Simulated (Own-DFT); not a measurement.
# How strain changes the stress of 4H SiC, 72 atoms (C36Si36)

These are calculations, not measurements. They come from Own-DFT, an in-house plane-wave density functional program, since retired, whose code no person has reviewed. Each row is one single-point run on a periodic cell that was not relaxed, without spin or spin-orbit coupling.

Settings of every run: PBE; PseudoDojo norm-conserving scalar-relativistic files; cutoff 42 hartree; 4 x 4 x 3 k mesh centred on Gamma; Fermi-Dirac smearing of 0.1 eV.

Known limits: forces on such cells passed a denser k mesh, each cell not checked; stress not checked against mesh or cutoff.

Unstrained cell vectors in Å: (9.248, 0.000, 0.000); (-4.624, 8.009, 0.000); (0.000, 0.000, 10.068). The unstrained cell has measured lattice constants (interpolated for alloys), not those of this functional. That, the random moves and any unrelaxed bonds set the pressure at no strain. Each run strains this cell uniformly, with the atoms carried along. Every atom was also moved at random, by a Gaussian of width 0.05 Å on each axis. Strain is the symmetric tensor, in per cent. Stress is positive in tension, and the pressure is minus a third of its trace.

| run | e_xx (%) | e_yy (%) | e_zz (%) | e_yz (%) | e_xz (%) | e_xy (%) | s_xx (GPa) | s_yy (GPa) | s_zz (GPa) | s_yz (GPa) | s_xz (GPa) | s_xy (GPa) | P (GPa) | E (meV/atom) |
|---|---|---|---|---|---|---|---|---|---|---|---|---|---|---|
| 1 | -1.85 | -0.32 | 1.86 | -1.49 | -1.50 | 0.31 | -17.99 | -7.30 | 3.42 | -5.13 | -6.15 | -1.38 | 7.29 | 57.4 |
| 2 | -1.98 | -0.93 | 0.88 | -0.63 | -1.50 | 0.39 | -16.56 | -12.20 | -1.07 | -1.58 | -4.27 | -0.11 | 9.94 | 24.4 |
| 3 | 0.67 | 1.13 | -1.19 | -1.26 | 0.42 | -1.02 | -1.55 | 0.45 | -10.86 | -4.88 | 1.33 | -5.84 | 3.99 | 7.8 |
| 4 | 0.25 | -0.58 | 0.85 | -0.97 | 1.79 | -0.72 | -3.41 | -6.05 | -2.36 | -3.74 | 4.99 | -2.94 | 3.94 | 11.0 |
| 5 | -0.80 | -0.93 | -1.29 | -1.59 | -1.49 | 0.02 | -9.70 | -13.42 | -16.57 | -4.72 | -5.82 | -0.79 | 13.23 | 49.4 |
| 6 | 1.21 | -0.81 | 1.00 | -1.31 | 1.13 | -0.56 | -0.02 | -8.53 | 0.43 | -5.79 | 5.33 | -0.55 | 2.71 | 30.0 |
| 7 | -0.02 | 1.52 | -0.84 | -0.40 | -1.68 | -0.24 | -3.20 | 2.28 | -11.43 | -1.15 | -5.62 | -2.36 | 4.12 | 37.5 |
| 8 | 1.35 | 1.17 | 1.59 | -1.61 | 1.37 | 1.94 | 2.27 | 3.55 | 2.29 | -4.95 | 4.22 | 8.76 | -2.71 | 32.7 |
| 9 | -1.44 | -0.06 | -1.48 | -1.26 | 1.77 | 0.58 | -14.09 | -7.46 | -16.26 | -4.15 | 6.36 | 2.25 | 12.60 | 29.0 |
| 10 | 1.29 | 1.39 | -0.41 | -0.55 | -0.35 | 1.81 | 3.02 | 3.44 | -6.65 | -2.00 | -1.18 | 6.71 | 0.06 | 11.3 |
| 11 | 1.58 | 0.65 | 1.94 | 1.74 | -1.55 | 0.30 | 3.88 | 0.89 | 6.47 | 5.48 | -4.93 | 0.60 | -3.75 | 0.0 |
| 12 | 0.22 | 0.26 | -1.14 | 1.24 | 0.38 | -0.69 | -2.92 | -3.85 | -13.26 | 3.21 | 0.65 | -0.30 | 6.68 | 21.4 |
| 13 | -1.38 | -0.89 | 0.75 | -1.03 | -1.85 | 0.22 | -11.73 | -10.53 | -3.47 | -3.27 | -5.79 | 1.86 | 8.57 | 16.3 |
| 14 | -1.29 | -1.29 | 0.77 | -1.19 | 1.74 | 1.01 | -13.08 | -14.04 | -3.01 | -4.41 | 6.35 | 5.82 | 10.04 | 33.1 |
| 15 | 0.89 | -0.27 | 0.46 | 0.23 | -0.49 | -1.91 | 1.34 | -7.54 | -2.52 | 0.75 | -1.60 | -8.05 | 2.90 | 9.2 |
| 16 | 0.94 | 1.92 | -0.17 | 1.65 | 0.02 | -1.78 | 0.93 | 4.92 | -6.04 | 5.36 | 0.17 | -7.75 | 0.06 | 30.2 |
| 17 | -0.48 | 0.27 | -1.89 | 1.61 | 0.24 | -1.08 | ? | ? | ? | ? | ? | ? | ? | ? |

E is the free energy for each atom above the lowest run shown.

## Worked fit

Each stress component was fitted by least squares to a constant and the strains of the runs shown, as fractions, with shears doubled. Shear strains stay in the fit of a normal stress only where such slopes are resolved. The slopes, in GPa:

```
stress  at no strain  per e_xx  per e_yy  per e_zz  scatter
  s_xx          -5.0  582 ± 30   22 ± 37  -32 ± 26     1.11
  s_yy          -5.6   77 ± 25  568 ± 31   78 ± 22     0.94
  s_zz          -6.4   55 ± 31   43 ± 38  592 ± 27     1.15
```

Each shear stress against twice its own strain: yz 164 ± 8, xz 169 ± 9, xy 226 ± 16 GPa. These are stiffnesses along x, y and z of the frame in which the cell vectors are given, which need not be the crystal's axes. The atoms are held to the strained lattice; where symmetry lets them move under strain, relaxing them would lower some slopes. The table should be nearly symmetric about its diagonal, and what it lacks of that shows the noise. A ninth of its sum, 221 ± 6 GPa, estimates the bulk modulus near the mean pressure of these runs, 5.0 GPa, so it lies above the value at zero pressure.

## Withheld run

Question: what normal stresses and pressure should run 17 give?

The fit gives s_xx = -7.1, s_yy = -5.9, s_zz = -17.8 and P = 10.3 GPa. The calculation gave -9.30, -3.60, -17.97 and P = 10.29 GPa.
